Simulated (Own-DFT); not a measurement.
# Computed records: Hf₃₁O₆₄ (monoclinic hafnia with one vacancy, atoms displaced)

All values are calculated (Own-DFT development build). A calculation, not a measurement: plane-wave density functional theory by an unreviewed code, no spin, of a simulated periodic cell, stress positive in tension, run twice, with PBE and with PBEsol, both on files made for PBE, so the change isn't that of files made for PBEsol, defect cell not probed for a lower state with spin; a neutral cation vacancy leaves holes that likely carry spin, which this run leaves out; hafnium file: forces about 75 meV/angstrom off all-electron values; oxygen file: force components 24 meV/angstrom off all-electron in one glass; forces on such cells passed a denser k mesh, this cell's mesh not checked; the far tail of each file's local potential was reset to the Coulomb form; each entry is a single point on an unrelaxed cell, so the pressure reflects the starting lattice, mostly measured values (interpolated for alloys), from which strain is counted, and rises with the displacements; printed positions are rounded, which can move forces by about a meV/angstrom; the program, named Own-DFT, is a retired in-house code; no spin-orbit coupling; stress was not checked against mesh or cutoff.

```yaml
- formula: Hf31O64
  kind: "monoclinic hafnia with one vacancy, atoms displaced"
  structure:
    cell_angstrom: [[10.234, 0.0, 0.0], [0.0, 10.35, 0.0], [-1.6955, 0.0, 10.4453]]
    atoms_fractional:
      - [Hf, 0.37505, 0.26741, 0.15265]
      - [Hf, 0.35616, 0.48649, 0.39582]
      - [Hf, 0.15375, 0.22631, 0.35451]
      - [O, 0.02431, 0.18043, 0.17936]
      - [O, 0.46695, 0.39917, 0.08296]
      - [O, 0.4551, 0.33429, 0.32475]
      - [O, 0.04538, 0.07902, 0.41563]
      - [O, 0.21548, 0.38027, 0.24467]
      - [O, 0.27881, 0.11828, 0.01113]
      - [O, 0.28085, 0.13634, 0.25859]
      - [O, 0.21786, 0.37796, 0.49714]
      - [Hf, 0.12406, 0.00694, 0.60136]
      - [Hf, 0.36913, 0.2609, 0.65014]
      - [Hf, 0.36437, 0.47643, 0.89844]
      - [Hf, 0.13007, 0.2084, 0.85186]
      - [O, 0.04333, 0.16686, 0.67326]
      - [O, 0.44797, 0.41052, 0.57578]
      - [O, 0.4729, 0.32886, 0.81935]
      - [O, 0.04616, 0.08558, 0.91634]
      - [O, 0.23394, 0.37279, 0.75028]
      - [O, 0.26113, 0.12735, 0.50364]
      - [O, 0.2769, 0.11716, 0.75969]
      - [O, 0.24225, 0.37359, 0.99612]
      - [Hf, 0.13582, 0.51878, 0.10585]
      - [Hf, 0.38036, 0.75844, 0.14116]
      - [Hf, 0.35752, 0.9914, 0.41646]
      - [Hf, 0.13393, 0.73414, 0.34396]
      - [O, 0.03057, 0.66321, 0.17065]
      - [O, 0.47153, 0.91574, 0.08612]
      - [O, 0.45935, 0.84157, 0.31574]
      - [O, 0.03788, 0.59482, 0.43117]
      - [O, 0.21345, 0.88446, 0.24581]
      - [O, 0.28248, 0.62577, 0.01972]
      - [O, 0.28027, 0.62444, 0.26732]
      - [O, 0.22953, 0.86843, 0.49692]
      - [Hf, 0.14465, 0.51043, 0.60898]
      - [Hf, 0.36274, 0.76564, 0.64683]
      - [Hf, 0.37115, 0.98202, 0.89223]
      - [Hf, 0.13754, 0.7384, 0.85262]
      - [O, 0.0384, 0.67198, 0.66071]
      - [O, 0.46207, 0.90995, 0.57984]
      - [O, 0.44408, 0.82347, 0.81511]
      - [O, 0.03953, 0.57311, 0.91858]
      - [O, 0.21937, 0.88486, 0.74174]
      - [O, 0.26162, 0.60986, 0.5074]
      - [O, 0.2664, 0.61495, 0.76307]
      - [O, 0.22311, 0.86719, 0.00718]
      - [Hf, 0.62982, 0.01731, 0.09141]
      - [Hf, 0.86608, 0.26238, 0.14547]
      - [Hf, 0.87057, 0.48349, 0.3976]
      - [Hf, 0.64558, 0.2249, 0.34473]
      - [O, 0.52881, 0.15547, 0.17633]
      - [O, 0.97383, 0.40121, 0.086]
      - [O, 0.97331, 0.35078, 0.31857]
      - [O, 0.54643, 0.08724, 0.42146]
      - [O, 0.72877, 0.38416, 0.24723]
      - [O, 0.77678, 0.13566, 0.00879]
      - [O, 0.771, 0.11551, 0.25783]
      - [O, 0.72911, 0.35739, 0.48638]
      - [Hf, 0.63866, 0.03201, 0.60608]
      - [Hf, 0.87057, 0.27889, 0.64145]
      - [Hf, 0.86621, 0.47678, 0.90369]
      - [Hf, 0.64207, 0.23324, 0.8475]
      - [O, 0.54235, 0.17814, 0.67669]
      - [O, 0.95122, 0.41817, 0.57254]
      - [O, 0.96981, 0.32936, 0.83487]
      - [O, 0.54758, 0.07751, 0.93737]
      - [O, 0.7288, 0.36726, 0.73776]
      - [O, 0.76794, 0.12472, 0.50079]
      - [O, 0.7805, 0.11294, 0.75589]
      - [O, 0.72441, 0.369, 0.99772]
      - [Hf, 0.62723, 0.52119, 0.08906]
      - [Hf, 0.85963, 0.75685, 0.14023]
      - [Hf, 0.86477, 0.97375, 0.40065]
      - [Hf, 0.62656, 0.72996, 0.35069]
      - [O, 0.54591, 0.6652, 0.17335]
      - [O, 0.97653, 0.92591, 0.07702]
      - [O, 0.96007, 0.84317, 0.33019]
      - [O, 0.54007, 0.57772, 0.43235]
      - [O, 0.71708, 0.88325, 0.23788]
      - [O, 0.78, 0.61299, 0.01112]
      - [O, 0.76462, 0.6275, 0.25564]
      - [O, 0.71609, 0.86843, 0.49212]
      - [Hf, 0.64199, 0.52137, 0.59326]
      - [Hf, 0.86386, 0.77563, 0.64262]
      - [Hf, 0.85153, 0.97673, 0.90445]
      - [Hf, 0.63714, 0.7257, 0.86137]
      - [O, 0.54279, 0.67218, 0.69218]
      - [O, 0.96569, 0.91245, 0.57601]
      - [O, 0.9544, 0.80757, 0.82267]
      - [O, 0.53147, 0.58621, 0.9286]
      - [O, 0.72384, 0.8807, 0.75003]
      - [O, 0.76025, 0.63741, 0.51003]
      - [O, 0.77665, 0.62369, 0.75464]
      - [O, 0.71906, 0.87242, 0.98259]
  settings:
    functional: "PBE, then PBEsol"
    potential_files: "PseudoDojo norm-conserving, scalar-relativistic, standard set"
    "wave_cutoff [hartree]": 72.0
    occupations: Fermi-Dirac
    "smearing_width [eV]": 0.1
    k_mesh: "2 x 2 x 2 centred on Gamma"
  results:
    "PBE_pressure [GPa]": 9.37
    "PBE_stress_xx [GPa]": -11.37
    "PBE_stress_yy [GPa]": -7.97
    "PBE_stress_zz [GPa]": -8.77
    "PBE_stress_yz [GPa]": 1.47
    "PBE_stress_xz [GPa]": -1.32
    "PBE_stress_xy [GPa]": -1.07
    "PBEsol_pressure [GPa]": 3.02
    "PBEsol_stress_xx [GPa]": -4.95
    "PBEsol_stress_yy [GPa]": -1.72
    "PBEsol_stress_zz [GPa]": -2.4
    "PBEsol_stress_yz [GPa]": 1.39
    "PBEsol_stress_xz [GPa]": -0.98
    "PBEsol_stress_xy [GPa]": -1.04
    force_element: [Hf, Hf, Hf, O, O, O, O, O, O, O, O, Hf, Hf, Hf, Hf, O, O, O, O, O, O, O, O, Hf, Hf, Hf, Hf, O, O, O, O, O, O, O, O, Hf, Hf, Hf, Hf, O, O, O, O, O, O, O, O, Hf, Hf, Hf, Hf, O, O, O, O, O, O, O, O, Hf, Hf, Hf, Hf, O, O, O, O, O, O, O, O, Hf, Hf, Hf, Hf, O, O, O, O, O, O, O, O, Hf, Hf, Hf, Hf, O, O, O, O, O, O, O, O]
    "PBE_force_x [eV/angstrom]": [-4.795, -0.529, -2.497, 3.358, 3.726, 1.326, -2.216, 0.57, 1.243, 0.343, -0.07, 3.182, -3.158, -2.568, 4.526, -1.168, 2.386, -0.461, -5.176, 0.101, 2.097, 1.272, -1.467, 1.403, -4.29, 1.238, 0.697, -0.115, -0.863, -0.028, -1.713, 0.899, -0.077, -0.127, -0.828, -0.874, -1.131, -3.276, 0.033, -0.276, 1.275, 1.888, 0.092, -0.317, 2.179, 0.85, 1.322, 2.82, -3.383, -0.883, -0.273, 1.309, 0.465, -0.07, -3.068, -0.395, 0.305, 0.915, -0.687, 1.209, -1.778, 0.868, 1.675, 0.454, 2.772, -0.743, -2.145, -0.037, 1.757, -0.205, -0.169, 2.053, -0.397, -2.27, 1.831, -0.955, -2.221, 1.531, -1.823, 0.766, -0.226, 1.647, 0.619, -0.618, -2.07, 3.657, 1.222, -0.624, -1.178, -0.049, -0.476, -0.366, 1.758, -0.334, -0.175]
    "PBE_force_y [eV/angstrom]": [-2.303, -2.354, 1.428, -2.385, 4.041, 0.261, -0.84, 1.251, 0.433, -1.362, -2.15, 2.795, 1.885, -1.768, 5.402, -0.348, 1.404, 1.242, -5.197, 0.463, 0.095, -0.562, -0.373, -1.733, 3.651, -1.177, 1.061, 0.029, -1.129, -0.646, -0.554, -0.696, -0.729, 0.567, -0.666, 0.563, -1.193, 0.232, -0.642, 0.023, 1.524, 0.746, 0.525, -1.147, 2.85, 0.405, -1.147, -0.102, 1.54, -0.255, 0.915, -0.216, 2.342, -0.177, -1.249, -0.039, -1.542, 0.319, 1.831, -2.132, -3.256, -1.069, 0.254, -2.228, 2.007, 0.412, 1.871, 1.327, 0.384, 0.576, 0.489, -3.6, 3.039, 2.408, 1.907, -0.322, -1.636, -2.835, 0.665, -1.518, 1.914, -0.22, 0.67, -1.278, -2.691, 1.159, 0.698, -1.712, 0.14, 2.204, 0.382, 0.062, -0.598, -1.291, -1.326]
    "PBE_force_z [eV/angstrom]": [-0.772, 0.425, -2.048, 0.774, -1.994, 1.246, 0.55, -0.259, -1.033, 2.006, -1.09, 0.277, -0.482, -0.875, 1.001, -1.828, 0.066, 1.807, 1.351, -0.982, 2.317, -0.129, -0.154, -0.31, 0.422, -4.383, 1.106, 0.185, -1.992, 1.309, -0.924, 1.105, -1.082, -1.131, -0.22, 0.876, -1.081, 1.937, 0.792, 0.339, 0.084, 3.332, 0.555, 0.215, 0.861, 0.19, -2.102, 7.263, 1.099, -2.161, 0.399, -0.227, -2.015, 1.553, 1.197, -0.733, -1.383, -0.1, 0.697, -0.851, 1.283, -1.589, 2.06, -1.246, 0.614, -0.904, -6.405, 0.039, 1.8, 0.237, -1.561, 4.245, 1.691, -2.453, 1.317, -0.711, -0.295, -1.449, -2.019, 0.111, -0.234, 0.359, 0.165, 3.08, 0.714, -0.468, -2.643, -2.778, -0.19, 1.712, -0.848, -0.886, -0.405, 1.138, 1.525]
    "PBEsol_force_x [eV/angstrom]": [-4.672, -0.562, -2.407, 3.178, 3.637, 1.263, -2.148, 0.584, 1.252, 0.311, -0.01, 3.13, -3.068, -2.561, 4.423, -1.13, 2.292, -0.447, -5.062, 0.188, 2.006, 1.177, -1.344, 1.369, -4.187, 1.167, 0.708, -0.116, -0.814, 0.015, -1.66, 0.921, -0.116, -0.186, -0.756, -0.786, -1.087, -3.227, 0.032, -0.275, 1.202, 1.833, 0.061, -0.255, 2.062, 0.769, 1.404, 2.732, -3.263, -0.832, -0.23, 1.285, 0.452, -0.108, -2.966, -0.327, 0.243, 0.81, -0.596, 1.22, -1.764, 0.865, 1.651, 0.453, 2.686, -0.741, -2.101, 0.02, 1.619, -0.3, -0.102, 2.019, -0.401, -2.219, 1.814, -0.932, -2.31, 1.493, -1.759, 0.786, -0.278, 1.55, 0.682, -0.569, -2.017, 3.505, 1.202, -0.607, -1.145, -0.021, -0.442, -0.285, 1.63, -0.392, -0.118]
    "PBEsol_force_y [eV/angstrom]": [-2.229, -2.339, 1.362, -2.17, 3.985, 0.238, -0.856, 1.218, 0.448, -1.229, -2.056, 2.772, 1.925, -1.783, 5.221, -0.345, 1.355, 1.17, -5.021, 0.479, 0.057, -0.547, -0.313, -1.677, 3.607, -1.183, 1.013, 0.049, -1.089, -0.706, -0.582, -0.799, -0.729, 0.539, -0.61, 0.61, -1.07, 0.223, -0.656, 0.042, 1.502, 0.716, 0.496, -1.145, 2.727, 0.39, -1.201, -0.073, 1.547, -0.347, 0.819, -0.176, 2.307, -0.168, -1.221, -0.062, -1.521, 0.332, 1.789, -2.021, -3.121, -1.085, 0.241, -2.152, 1.956, 0.391, 1.782, 1.249, 0.371, 0.556, 0.497, -3.477, 2.967, 2.308, 1.836, -0.28, -1.655, -2.77, 0.63, -1.498, 1.869, -0.185, 0.653, -1.168, -2.619, 1.096, 0.639, -1.619, 0.15, 2.115, 0.352, 0.055, -0.588, -1.234, -1.276]
    "PBEsol_force_z [eV/angstrom]": [-0.701, 0.451, -2.047, 0.874, -1.998, 1.134, 0.605, -0.239, -1.091, 2.055, -1.062, 0.24, -0.411, -0.825, 0.906, -1.707, 0.015, 1.7, 1.261, -0.97, 2.211, -0.107, -0.14, -0.319, 0.444, -4.225, 1.04, 0.23, -1.979, 1.211, -0.862, 1.189, -1.044, -1.093, -0.195, 0.801, -0.986, 1.916, 0.725, 0.379, 0.031, 3.181, 0.618, 0.194, 0.829, 0.179, -2.11, 7.09, 1.102, -2.091, 0.395, -0.187, -1.993, 1.478, 1.23, -0.692, -1.368, -0.081, 0.691, -0.863, 1.284, -1.516, 1.958, -1.154, 0.535, -0.938, -6.206, 0.045, 1.745, 0.23, -1.535, 4.11, 1.69, -2.386, 1.254, -0.654, -0.4, -1.434, -1.914, 0.119, -0.224, 0.323, 0.16, 2.957, 0.745, -0.433, -2.645, -2.648, -0.244, 1.569, -0.764, -0.836, -0.378, 1.107, 1.459]
    "rms_change_of_force_components_from_PBE_to_PBEsol [eV/angstrom]": 0.068
```
